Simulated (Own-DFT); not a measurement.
# How strain changes the stress of wurtzite GaN, 72 atoms (Ga36N36)

All numbers below are calculated, not measured. The program, named Own-DFT, is a retired in-house plane-wave density functional code that no person has reviewed. Each row is one single-point run on a periodic cell that was not relaxed, without spin or spin-orbit coupling.

Settings of every run: PBE; PseudoDojo norm-conserving scalar-relativistic files (stringent for Ga); cutoff 96 hartree; 4 x 4 x 3 k mesh centred on Gamma; Gaussian smearing of 0.01 eV.

Known limits: forces not confirmed at this smearing and k mesh; stress not checked against mesh or cutoff.

Unstrained cell vectors in Å: (9.567, 0.000, 0.000); (-4.783, 8.285, 0.000); (0.000, 0.000, 10.370). The unstrained cell has measured lattice constants (interpolated for alloys), not those of this functional. That, the random moves and any unrelaxed bonds set the pressure at no strain. Each run strains this cell uniformly, with the atoms carried along. Every atom was also moved at random, by a Gaussian of width 0.05 Å on each axis. Strain is the symmetric tensor, in per cent. Stress is positive in tension, and the pressure is minus a third of its trace.

```
run,e_xx (%),e_yy (%),e_zz (%),e_yz (%),e_xz (%),e_xy (%),s_xx (GPa),s_yy (GPa),s_zz (GPa),s_yz (GPa),s_xz (GPa),s_xy (GPa),P (GPa),E (meV/atom)
1,1.78,-0.38,-1.57,1.10,1.89,1.81,-1.56,-8.33,-14.91,2.36,3.63,4.67,8.27,46.3
2,-1.57,0.04,-0.92,-0.03,0.64,0.48,-15.01,-10.16,-11.94,-0.13,0.77,1.07,12.37,31.4
3,0.21,-0.82,-0.41,0.89,-1.19,-0.39,-7.00,-11.11,-9.87,2.14,-2.67,-1.92,9.33,18.0
4,0.78,0.11,-1.89,-1.34,-0.50,-1.03,-3.79,-7.47,-16.56,-3.14,-1.60,-3.90,9.27,17.3
5,0.25,1.40,1.04,-0.34,-0.90,1.08,-5.08,0.08,-1.72,-1.01,-2.47,3.03,2.24,4.7
6,-1.50,0.32,-1.95,1.31,-0.75,0.18,-13.91,-9.94,-17.56,3.86,-2.01,0.52,13.80,37.5
7,1.24,-1.95,1.25,-0.40,-0.25,-1.73,-3.95,-11.62,-2.64,0.48,0.44,-5.40,6.07,10.3
8,0.82,-0.91,1.76,0.25,1.16,1.82,-2.24,-9.14,-0.66,-0.03,1.89,5.45,4.01,8.6
9,-1.11,-1.93,-1.44,-1.60,0.95,-0.63,-17.10,-18.35,-15.32,-3.68,2.82,-1.22,16.92,45.2
10,1.17,0.59,-0.56,-0.67,1.87,0.49,-1.59,-4.60,-7.34,-1.71,3.60,1.49,4.51,3.4
11,1.93,-0.55,0.97,-0.88,0.10,1.76,0.85,-6.68,-1.84,-1.59,0.21,5.49,2.56,0.0
12,1.74,0.29,-1.99,-1.06,0.13,-0.86,-0.64,-4.01,-16.48,-2.49,0.10,-2.06,7.04,9.3
13,1.62,1.15,-1.63,1.73,-1.47,0.38,-1.30,-3.17,-10.24,3.80,-3.07,-0.40,4.90,13.3
14,1.01,0.54,1.75,0.26,0.88,0.06,-2.32,-2.50,1.32,0.20,1.95,-0.19,1.17,7.0
15,-1.23,0.57,-1.32,-0.69,-0.30,0.12,?,?,?,?,?,?,?,?
```

E is the free energy for each atom above the lowest run shown.

## Worked fit

Each stress component was fitted by least squares to a constant and the strains of the runs shown, as fractions, with shears doubled. Shear strains stay in the fit of a normal stress only where such slopes are resolved. The slopes, in GPa:

```
stress,at no strain,per e_xx,per e_yy,per e_zz,scatter
s_xx,-7.5,436 ± 27,111 ± 31,59 ± 22,1.12
s_yy,-7.5,138 ± 20,400 ± 23,85 ± 16,0.82
s_zz,-7.4,57 ± 30,98 ± 35,452 ± 25,1.26
```

Each shear stress against twice its own strain: yz 118 ± 9, xz 105 ± 7, xy 154 ± 9 GPa. These are stiffnesses along x, y and z of the frame in which the cell vectors are given, which need not be the crystal's axes. The atoms are held to the strained lattice; where symmetry lets them move under strain, relaxing them would lower some slopes. The table should be nearly symmetric about its diagonal, and what it lacks of that shows the noise. A ninth of its sum, 204 ± 4 GPa, estimates the bulk modulus near the mean pressure of these runs, 7.3 GPa, so it lies above the value at zero pressure.

## Withheld run

Question: what normal stresses and pressure should run 15 give?

The fit gives s_xx = -13.0, s_yy = -8.1, s_zz = -13.5 and P = 11.5 GPa. The calculation gave -13.91, -5.83, -14.39 and P = 11.38 GPa.
